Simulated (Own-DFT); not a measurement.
# What a defect does to the pressure of its cell: C40 NbSi2

The numbers are computed, not measured, by runs of the plane-wave DFT program Own-DFT (in-house, retired, unreviewed) at fixed positions, with no spin and no spin-orbit coupling.

Common settings: PBE; PseudoDojo norm-conserving scalar-relativistic files; cutoff 42 hartree; 4 x 4 x 5 k mesh centred on Gamma; cold (Marzari-Vanderbilt) smearing of 0.2 eV.

Known weak points: forces on such cells failed a check on a denser k mesh; stress not checked against mesh or cutoff.

All runs share one cell, with vectors in Å (0.000, 8.324, 0.000); (-9.613, 0.000, 0.000); (0.000, 0.000, 6.586) and a volume of 527.0 Å³. u is the rms random offset of the atoms per axis. The defect's site can differ from row to row.

```
                    cell   formula   u (Å)  P (GPa)
               no defect  Nb12Si24  0.0193     1.46
               no defect  Nb12Si24  0.0531     2.73
               no defect  Nb12Si24  0.0537     2.63
          one Si vacancy  Nb12Si23  0.0294     0.90
          one Si vacancy  Nb12Si23  0.0471     1.72
          one Si vacancy  Nb12Si23  0.0490     1.89
two Nb on a Si site each  Nb14Si22  0.0312     7.71
two Nb on a Si site each  Nb14Si22  0.0545     8.48
two Nb on a Si site each  Nb14Si22  0.0601     9.24
two Si on a Nb site each  Nb10Si26  0.0299     1.74
two Si on a Nb site each  Nb10Si26  0.0303     1.75
two Si on a Nb site each  Nb10Si26  0.0496     2.42
        two Nb vacancies  Nb10Si24  0.0300    -0.01
        two Nb vacancies  Nb10Si24  0.0314    -0.12
        two Nb vacancies  Nb10Si24  0.0439     0.35
        two Nb vacancies  Nb10Si24  0.0520        ?
```

## Analysis

P = P0 + c u² + a shift for each defect gives P0 = 1.24 GPa, c = 509 ± 38 GPa/Å² and a scatter of 0.13 GPa. The shifts, and each times the cell's volume:

- two Nb on a Si site each: 5.95 ± 0.11 GPa, 19.6 eV (9.8 eV for each of its 2 sites)
- two Si on a Nb site each: 0.00 ± 0.11 GPa, 0.0 eV (0.0 eV for each of its 2 sites) (not resolved)
- one Si vacancy: -0.67 ± 0.11 GPa, -2.2 eV
- two Nb vacancies: -1.82 ± 0.11 GPa, -6.0 eV (-3.0 eV for each of its 2 sites)

A positive shift means that the defect pushes the cell outwards. Shift times volume (160.2 GPa Å³ is 1 eV) depends little on the cell's size, so, taken for each site, it can be compared between cells at like pressure. The atoms around the defects weren't relaxed, which would change these numbers.

## The run left out

Question: what pressure belongs in the blank (two Nb vacancies, u = 0.0520 Å)?

The fit gives 0.80 ± 0.16 GPa. Computed: 1.01 GPa.
